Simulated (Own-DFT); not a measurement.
# Computed records: Hf36O71 (tetragonal hafnia with one neutral oxygen vacancy, atoms displaced)

A calculation, not a measurement: plane-wave PBE and HSE06 DFT by an unreviewed code, no spin, of a simulated cell at Gamma alone, so results move with cell size and shape, stress positive in tension, energies less offsets, not probed for a lower state with spin; hafnium file: forces about 75 meV/angstrom off all-electron values; oxygen file: force components 24 meV/angstrom off all-electron in a glass; k mesh not checked against a denser one; forces and stress are PBE's, HSE06 gives the energy alone, and its difference from PBE has offsets of its own; offsets are fitted by least squares, one for each functional and potential file, so energies compare only between cells with the same atoms and settings and are not formation energies; the far tail of each file's local potential was reset to the Coulomb form; each entry is a single point on an unrelaxed cell, so the pressure reflects the starting lattice, taken from the Materials Project, from which strain is counted, and rises with the displacements; printed positions are rounded, which can move forces by about a meV/angstrom; the program is a retired in-house code; no spin-orbit coupling. Program: Own-DFT development build.

Common to all runs: first functional PBE; second functional HSE06; exact exchange share 0.25; screening 0.11 1/bohr; exchange divergence Gygi-Baldereschi; potential files PseudoDojo norm-conserving, scalar-relativistic, made for PBE, standard set; wave cutoff 48 hartree; occupations fixed; k mesh 1 x 1 x 1 centred on Gamma.

(1) Hf36O71 (tetragonal hafnia with one neutral oxygen vacancy, atoms displaced)

```
Hf36O71
1.0
     10.7800     0.0000     0.0000
      0.0000    10.7800     0.0000
      0.0000     0.0000    10.4493
Hf O Hf O Hf O Hf O Hf O Hf O Hf O Hf O Hf O Hf O Hf O Hf O Hf O Hf O Hf O Hf O Hf O Hf O
2 4 2 4 2 4 2 3 2 4 2 4 2 4 2 4 2 4 2 4 2 4 2 4 2 4 2 4 2 4 2 4 2 4 2 4
Direct
  0.00073 0.00264 0.00174
  0.16321 0.16577 0.25073
  0.00166 0.17332 0.15055
  0.16939 0.00188 0.34714
  0.99902 0.16926 0.40155
  0.16882 0.99905 0.09349
  0.99645 0.99736 0.49818
  0.16644 0.16342 0.74708
  0.99648 0.17123 0.65192
  0.16212 0.99721 0.84694
  0.00005 0.16713 0.89731
  0.16684 0.99986 0.59438
  0.99286 0.33731 0.99877
  0.16397 0.50100 0.25042
  0.00139 0.50138 0.14811
  0.16721 0.33179 0.34242
  0.99747 0.49582 0.40154
  0.16658 0.33336 0.09614
  0.00273 0.33210 0.50172
  0.16651 0.50006 0.75039
  0.17109 0.33242 0.85067
  0.99889 0.49677 0.90085
  0.16634 0.33073 0.59826
  0.99721 0.66534 0.99987
  0.16600 0.83040 0.24972
  0.99927 0.83718 0.15194
  0.16916 0.67033 0.35034
  0.00390 0.83644 0.39897
  0.16550 0.66554 0.10128
  0.99387 0.66242 0.49443
  0.16449 0.83688 0.74767
  0.00174 0.83212 0.65327
  0.16907 0.66530 0.84843
  0.99703 0.83239 0.90122
  0.16377 0.66483 0.59606
  0.33172 0.99813 0.99786
  0.49705 0.16738 0.24837
  0.33716 0.16102 0.14687
  0.49685 0.00100 0.35092
  0.32917 0.16596 0.40714
  0.49674 0.99677 0.09883
  0.33234 0.99875 0.49911
  0.49932 0.16389 0.75441
  0.33673 0.16679 0.65019
  0.50229 0.00339 0.85249
  0.33202 0.16569 0.90067
  0.49913 0.99816 0.60149
  0.33501 0.33041 0.99984
  0.50006 0.49693 0.24726
  0.33124 0.50231 0.15520
  0.50403 0.33362 0.34793
  0.32974 0.49753 0.40459
  0.50156 0.33139 0.10583
  0.33278 0.33300 0.49734
  0.50120 0.49802 0.74758
  0.33827 0.49524 0.65252
  0.49536 0.33113 0.84803
  0.33038 0.50160 0.90052
  0.50235 0.33081 0.59592
  0.33156 0.66843 0.99979
  0.50455 0.83763 0.25039
  0.32686 0.83739 0.15195
  0.50088 0.66169 0.34888
  0.33578 0.83365 0.40602
  0.50386 0.66673 0.09743
  0.33162 0.66671 0.50049
  0.50269 0.83696 0.74806
  0.33866 0.83169 0.64873
  0.49649 0.66780 0.84834
  0.32839 0.83283 0.89944
  0.49742 0.66417 0.59699
  0.66371 0.00501 0.00165
  0.82710 0.16699 0.25293
  0.66429 0.16681 0.15383
  0.83645 0.00153 0.34360
  0.66760 0.16748 0.40514
  0.83528 0.99871 0.09648
  0.66801 0.99924 0.50052
  0.83577 0.16490 0.74848
  0.66701 0.16769 0.65131
  0.82762 0.99849 0.85158
  0.66586 0.16654 0.89967
  0.82935 0.00180 0.59386
  0.66773 0.33423 0.99927
  0.83714 0.50169 0.25197
  0.66436 0.49891 0.15145
  0.83421 0.33524 0.34854
  0.66483 0.50205 0.40538
  0.82974 0.33160 0.09614
  0.66843 0.33809 0.49903
  0.83484 0.50353 0.75252
  0.67151 0.50385 0.65204
  0.82776 0.33232 0.84534
  0.66790 0.49756 0.90332
  0.83381 0.33377 0.59881
  0.66507 0.67269 0.00402
  0.83880 0.82925 0.24805
  0.66483 0.83597 0.14462
  0.83506 0.67056 0.34234
  0.66589 0.83459 0.40496
  0.83663 0.66538 0.10104
  0.66485 0.66667 0.49930
  0.83147 0.83005 0.75044
  0.67368 0.83249 0.65583
  0.83503 0.66481 0.84580
  0.66619 0.83661 0.90495
  0.83187 0.66543 0.59986
```

- PBE energy of cell above offsets: -100.969 eV
- HSE06 less PBE above offsets: -0.138 eV
- PBE pressure: 0.59 GPa
- PBE stress xx: 0.01 GPa
- PBE stress yy: -0.64 GPa
- PBE stress zz: -1.15 GPa
- PBE stress yz: 0.39 GPa
- PBE stress xz: 0.04 GPa
- PBE stress xy: 0.02 GPa

Force:
```tsv
element	x (eV/Å)	y (eV/Å)	z (eV/Å)
Hf	-0.279	-0.039	-0.597
Hf	0.498	0.139	-0.69
O	-0.826	-0.552	0.229
O	-0.22	-0.573	-0.2
O	0.152	-0.798	0.122
O	-0.871	0.298	0.304
Hf	0.395	0.736	-0.108
Hf	0.271	0.971	0.445
O	0.928	-0.552	-0.398
O	0.16	0.589	-0.281
O	-0.151	0.103	0.475
O	-0.572	0.024	0.517
Hf	1.442	-1.662	0.118
Hf	1.23	-0.262	-0.312
O	-0.734	-0.205	0.385
O	-0.137	0.438	0.576
O	0.071	0.911	-0.03
O	-0.017	0.191	-0.163
Hf	-0.748	-0.578	0.394
Hf	0.495	-0.211	0.031
O	-0.27	-0.048	-0.943
O	-0.103	0.908	-0.513
O	-0.072	0.447	-0.069
Hf	1.016	0.442	-0.558
Hf	0.266	0.813	0.064
O	0.402	-0.383	-0.144
O	-0.437	-0.905	-0.189
O	-0.605	-0.667	0.201
O	-0.471	0.199	-0.299
Hf	1.111	0.594	1.28
Hf	0.769	-1.146	0.209
O	-0.937	0.411	-0.562
O	-0.441	0.293	-0.21
O	0.174	-0.06	0.478
O	-0.304	-0.529	-0.032
Hf	0.168	0.145	0.326
Hf	-0.04	0.17	0.415
O	-0.84	0.465	0.65
O	0.306	0.013	-0.378
O	0.309	0.292	-0.91
O	0.407	-0.124	0.211
Hf	0.504	0.153	0.169
Hf	0.481	0.761	-1.141
O	-0.713	-0.193	0.54
O	-0.23	-1.077	-0.092
O	-0.082	-0.431	-0.074
O	0.655	-0.265	-0.127
Hf	-0.682	0.5	-0.211
Hf	-0.234	0.27	0.294
O	0.233	0.009	-0.169
O	-0.361	-0.223	0.082
O	-0.148	0.365	-0.265
O	-0.347	0.111	-0.93
Hf	0.683	-0.057	0.851
Hf	0.066	0.223	0.446
O	-1.095	0.15	0.025
O	0.144	0.395	0.254
O	0.313	-0.217	0.699
O	-0.032	0.491	-0.053
Hf	0.231	-0.504	-0.348
Hf	-1.097	-0.611	0.038
O	1.447	-0.512	0.173
O	0.043	1.002	-0.438
O	-0.072	-0.342	-0.637
O	-1.034	0.244	0.139
Hf	0.121	-0.121	-0.033
Hf	-0.322	-0.422	0.403
O	-1.062	0.071	0.593
O	0.455	0.092	-0.322
O	0.339	0.288	0.116
O	0.984	0.232	0.057
Hf	0.69	-0.391	-0.298
Hf	0.871	0.21	-0.332
O	0.064	-0.459	-0.195
O	-0.165	-0.742	0.377
O	0.366	-0.266	-0.443
O	-0.438	0.404	0.21
Hf	-1.097	1.18	0.226
Hf	-1.1	0.147	0.43
O	-0.022	-0.284	0.435
O	0.408	0.106	-0.921
O	-0.152	0.43	0.638
O	1.186	-0.221	0.382
Hf	-0.648	0.033	-0.324
Hf	-0.985	-0.841	-0.742
O	1.1	0.161	0.446
O	-0.297	0.113	-0.4
O	0.638	0.307	-0.602
O	0.324	0.277	0.422
Hf	-0.277	-0.984	0.766
Hf	0.105	-1.239	-0.815
O	-0.696	-0.115	0.104
O	0.453	0.196	0.317
O	-0.152	0.85	0.127
O	0.548	0.499	-0.339
Hf	-0.209	-0.694	-0.745
Hf	-0.703	2.01	-0.825
O	0.808	-0.357	1.269
O	0.187	-1.049	1.218
O	-0.044	-0.292	-0.623
O	-0.641	0.204	-0.195
Hf	-1.026	-0.334	0.581
Hf	1.249	0.795	0.954
O	-1.559	-0.093	-0.645
O	-0.084	0.491	0.774
O	-0.048	-0.573	-0.378
O	0.654	-0.16	-0.731
```

(2) Hf36O71 (tetragonal hafnia with one neutral oxygen vacancy, atoms displaced)

```
Hf36O71
1.0
     10.7800     0.0000     0.0000
      0.0000    10.7800     0.0000
      0.0000     0.0000    10.4493
Hf O Hf O Hf O Hf O Hf O Hf O Hf O Hf O Hf O Hf O Hf O Hf O Hf O Hf O Hf O Hf O Hf O Hf O
2 4 2 4 2 4 2 4 2 4 2 4 2 4 2 4 2 3 2 4 2 4 2 4 2 4 2 4 2 4 2 4 2 4 2 4
Direct
  0.99461 0.99858 0.99219
  0.16070 0.15810 0.24705
  0.00119 0.16294 0.14837
  0.17759 0.99722 0.34855
  0.00662 0.16476 0.39865
  0.17062 0.01045 0.10027
  0.99536 0.99420 0.50070
  0.16032 0.16900 0.74698
  0.99996 0.17026 0.66313
  0.16451 0.99665 0.84795
  0.00469 0.16214 0.90608
  0.16911 0.99961 0.60026
  0.00186 0.32751 0.99621
  0.17408 0.49832 0.24575
  0.99490 0.50552 0.15381
  0.16435 0.33448 0.35167
  0.99852 0.49915 0.39302
  0.15578 0.32757 0.09605
  0.99736 0.33568 0.49663
  0.17602 0.49759 0.74941
  0.00096 0.50187 0.65239
  0.16711 0.32773 0.85224
  0.00147 0.50101 0.90265
  0.16276 0.33624 0.59842
  0.99089 0.65805 0.99868
  0.16731 0.83588 0.25206
  0.00607 0.84345 0.15291
  0.17484 0.67611 0.34849
  0.00391 0.83343 0.40510
  0.16942 0.66947 0.10160
  0.00303 0.66753 0.50094
  0.16570 0.82967 0.74292
  0.99521 0.83370 0.65743
  0.16988 0.66636 0.84452
  0.00179 0.82965 0.90509
  0.16436 0.66715 0.60660
  0.34412 0.00641 0.99890
  0.50372 0.16990 0.24941
  0.32976 0.17028 0.15549
  0.50584 0.00072 0.34540
  0.33419 0.16902 0.40259
  0.50059 0.99693 0.09493
  0.32739 0.00240 0.49593
  0.50491 0.16056 0.74928
  0.32924 0.16858 0.65710
  0.49726 0.99807 0.85256
  0.33307 0.16504 0.89923
  0.50695 0.99516 0.60337
  0.33734 0.33522 0.00379
  0.49991 0.50469 0.25185
  0.50441 0.32647 0.35240
  0.33393 0.50020 0.39386
  0.50395 0.33138 0.11127
  0.32902 0.32914 0.50619
  0.50100 0.50225 0.74144
  0.33379 0.49567 0.65074
  0.50461 0.33402 0.83849
  0.33354 0.50378 0.90107
  0.50410 0.33445 0.59575
  0.33419 0.65959 0.00008
  0.49950 0.83054 0.25339
  0.33526 0.84025 0.15222
  0.49996 0.66479 0.34881
  0.33154 0.82925 0.40052
  0.50591 0.66885 0.09661
  0.33971 0.67258 0.50111
  0.50013 0.83782 0.74008
  0.33335 0.83426 0.65616
  0.49916 0.66746 0.84762
  0.33176 0.82431 0.89891
  0.50244 0.66133 0.59936
  0.66362 0.99726 0.00451
  0.83138 0.17357 0.24919
  0.66609 0.16527 0.15149
  0.84207 0.99622 0.33919
  0.66114 0.16628 0.39141
  0.83468 0.99930 0.10217
  0.65756 0.99532 0.50001
  0.82372 0.16522 0.74869
  0.67723 0.16219 0.65389
  0.83220 0.00247 0.85341
  0.66270 0.16608 0.89845
  0.83331 0.99790 0.59469
  0.66871 0.32727 0.99793
  0.83642 0.49846 0.25001
  0.66198 0.50519 0.15156
  0.82808 0.33087 0.34388
  0.66674 0.49808 0.39872
  0.83015 0.33309 0.08788
  0.65868 0.33114 0.50334
  0.83353 0.50577 0.75478
  0.66581 0.49818 0.65850
  0.83065 0.33431 0.85856
  0.67358 0.49639 0.90578
  0.83604 0.33660 0.59937
  0.66170 0.66917 0.00006
  0.83681 0.82913 0.24900
  0.66991 0.82653 0.15920
  0.83302 0.67101 0.34926
  0.66169 0.83625 0.40837
  0.82768 0.66543 0.10170
  0.66837 0.66481 0.50328
  0.83595 0.83107 0.75040
  0.65998 0.83388 0.64638
  0.83073 0.66234 0.84673
  0.66522 0.83156 0.90347
  0.83284 0.67718 0.60022
```

* PBE energy of cell above offsets: -97.439 eV
* HSE06 less PBE above offsets: 0.039 eV
* PBE pressure: 1.77 GPa
* PBE stress xx: -2.91 GPa
* PBE stress yy: -0.53 GPa
* PBE stress zz: -1.86 GPa
* PBE stress yz: -0.6 GPa
* PBE stress xz: 0.57 GPa
* PBE stress xy: -0.01 GPa

Force:
```tsv
element	x (eV/Å)	y (eV/Å)	z (eV/Å)
Hf	1.517	-0.452	1.775
Hf	0.318	0.706	-0.423
O	-1.461	0.602	0.452
O	-0.032	0.355	0.955
O	-0.43	-0.139	0.948
O	-0.194	-0.279	-0.553
Hf	0.053	1.243	-0.438
Hf	0.758	-1.421	1.968
O	-1.498	-0.307	-1.49
O	-0.097	0.152	-0.827
O	-0.184	0.947	-0.681
O	-0.697	-0.201	-0.853
Hf	-1.001	-0.101	-0.411
Hf	-0.459	0.359	0.542
O	1.218	-0.068	-0.486
O	0.407	0.165	-0.669
O	-0.225	0.709	1.182
O	2.597	1.314	0.746
Hf	0.323	-0.138	0.064
Hf	-2.034	0.431	0.843
O	-0.03	0.3	-0.101
O	0.147	1.345	-0.437
O	-0.12	-0.721	-0.335
O	0.218	-0.123	0.175
Hf	1.372	1.118	0.99
Hf	0.544	-0.189	-1.906
O	-0.885	-0.708	0.299
O	-0.674	-2.241	0.552
O	0.123	-0.365	0.216
O	-0.294	-1.126	-0.485
Hf	-0.125	-1.024	-0.225
Hf	0.484	0.567	2.852
O	0.719	0.21	-1.022
O	-0.276	-0.836	0.103
O	-0.965	-0.698	-0.621
O	0.868	0.135	-1.471
Hf	-3.277	-1.884	-0.181
Hf	-0.71	0.206	0.254
O	1.202	0.267	-0.451
O	-0.667	-0.509	0.464
O	0.036	-0.596	0.779
O	0.91	0.274	0.977
Hf	-0.026	0.147	-0.113
Hf	-1.168	0.846	0.938
O	1.441	0.087	-1.06
O	0.362	0.146	-0.806
O	0.88	0.997	0.544
O	-2.268	1.059	0.068
Hf	-0.625	-1.09	0.099
Hf	0.351	-1.827	-0.434
O	-0.256	1.693	0.138
O	-0.024	0.047	0.577
O	-0.988	0.366	-1.709
Hf	-0.096	0.367	-1.47
Hf	0.092	0.196	2.252
O	0.428	0.037	-0.723
O	-0.493	-0.278	0.635
O	-0.026	-1.984	0.184
O	-1.427	-0.407	0.744
Hf	-0.448	2.735	-0.157
Hf	-0.172	0.57	-0.877
O	0.333	-0.337	0.599
O	-0.055	0.694	0.633
O	1.122	1.19	0.845
O	-2.227	-0.315	0.916
Hf	-1.594	-1.155	-0.727
Hf	-0.637	-1.04	2.948
O	0.44	-0.25	-1.832
O	0.585	-0.532	-0.751
O	0.303	1.294	0.656
O	-0.352	0.172	-0.249
Hf	1.709	-0.07	-0.066
Hf	0.601	-2.377	-0.699
O	0.306	-0.121	-0.848
O	-0.136	0.733	1.071
O	0.751	-0.397	1.805
O	-1.192	-0.107	-1.187
Hf	1.985	0.858	-1.401
Hf	3.672	0.988	2.06
O	-3.628	0.276	-1.938
O	-0.07	-0.647	-0.877
O	-0.189	-0.944	-0.063
O	-0.422	-0.099	0.296
Hf	-0.378	1.491	-0.074
Hf	-1.341	0.801	-0.238
O	0.668	-0.342	0.653
O	0.643	0.731	0.55
O	-0.085	0.282	1.248
O	0.833	-0.18	1.981
Hf	2.022	0.181	-1.997
Hf	0.337	-2.715	-0.277
O	0.903	0.431	-1.191
O	0.223	-0.651	-1.99
O	-0.497	0.706	-0.048
O	-0.885	-0.286	-0.42
Hf	0.676	-1.362	-0.196
Hf	0.578	1.29	-0.763
O	-0.886	0.633	-0.412
O	-0.037	-1.058	0.638
O	0.024	-1.372	-0.444
O	0.968	0.251	-0.613
Hf	0.626	0.146	-0.98
Hf	-1.076	0.515	0.609
O	1.645	-0.255	0.591
O	0.384	1.755	0.649
O	0.31	0.789	-0.248
O	0.031	-0.57	-0.117
```
